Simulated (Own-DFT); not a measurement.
# What a change of functional does to the pressure

Calculated results; nothing here was measured. They come from Own-DFT, an in-house plane-wave density functional program, since retired, whose code no person has reviewed. Each row is one single-point run on a periodic cell that was not relaxed, without spin or spin-orbit coupling.

Known limits, some of them of some rows only: forces on such cells failed a check on a denser k mesh; forces on such cells moved up to 12 meV/angstrom on a denser k mesh; forces on such cells passed a denser k mesh, each cell not checked; stress not checked against mesh or cutoff.

Each cell was run twice at the same cutoff, k mesh and smearing, with PBE and with PBEsol, on PseudoDojo norm-conserving files made for PBE. Atoms were moved at random from their sites; u is the rms move along one axis. Files made for PBEsol would give a somewhat different change.

```
cell,atoms,volume (Å³/atom),u (Å),cutoff (hartree),P with PBE (GPa),P with PBEsol (GPa),change (GPa)
C11b WSi2 (Si20W10),30,13.44,0.088,50,10.02,5.92,-4.10
C11b WSi2 (Si20W10),30,13.44,0.137,50,17.71,13.59,-4.12
C11b WSi2 (Si20W10),30,12.83,0.046,50,18.53,14.21,-4.32
C40 NbSi2 (Nb12Si24),36,14.05,0.048,42,10.95,7.11,-3.84
C40 NbSi2 (Nb12Si24),36,14.74,0.051,42,1.50,-2.13,-3.62
C40 NbSi2 (Nb12Si24),36,14.63,0.051,42,3.40,-0.25,-3.65
L1_0 TiAl (Al16Ti16),32,16.06,0.122,42,4.82,1.97,-2.85
L1_0 TiAl (Al16Ti16),32,16.06,0.090,42,3.06,0.22,-2.85
L1_0 TiAl (Al16Ti16),32,15.75,0.045,42,4.25,1.32,-2.93
beta-Si3N4 (N64Si48),112,10.14,0.050,42,15.82,13.36,-2.46
beta-Si3N4 (N64Si48),112,10.48,0.047,42,5.58,3.18,-2.40
beta-Si3N4 (N24Si18),42,10.31,0.045,42,11.57,?,?
```

## Worked reading

Mean change of pressure by composition, in GPa: Si2W, -4.18; NbSi2, -3.71; AlTi, -2.88; N4Si3, -2.43. At a fixed cell PBEsol gives the lower pressure, because it favours a smaller volume than PBE. Here the change varies more between materials than between cells of one material.

## Withheld value

Question: what PBEsol pressure should the N24Si18 cell with the blank give?

Adding the mean change of the cells with its composition, -2.43 GPa, to 11.57 gives 9.1 GPa. The calculation gave 9.14 GPa.
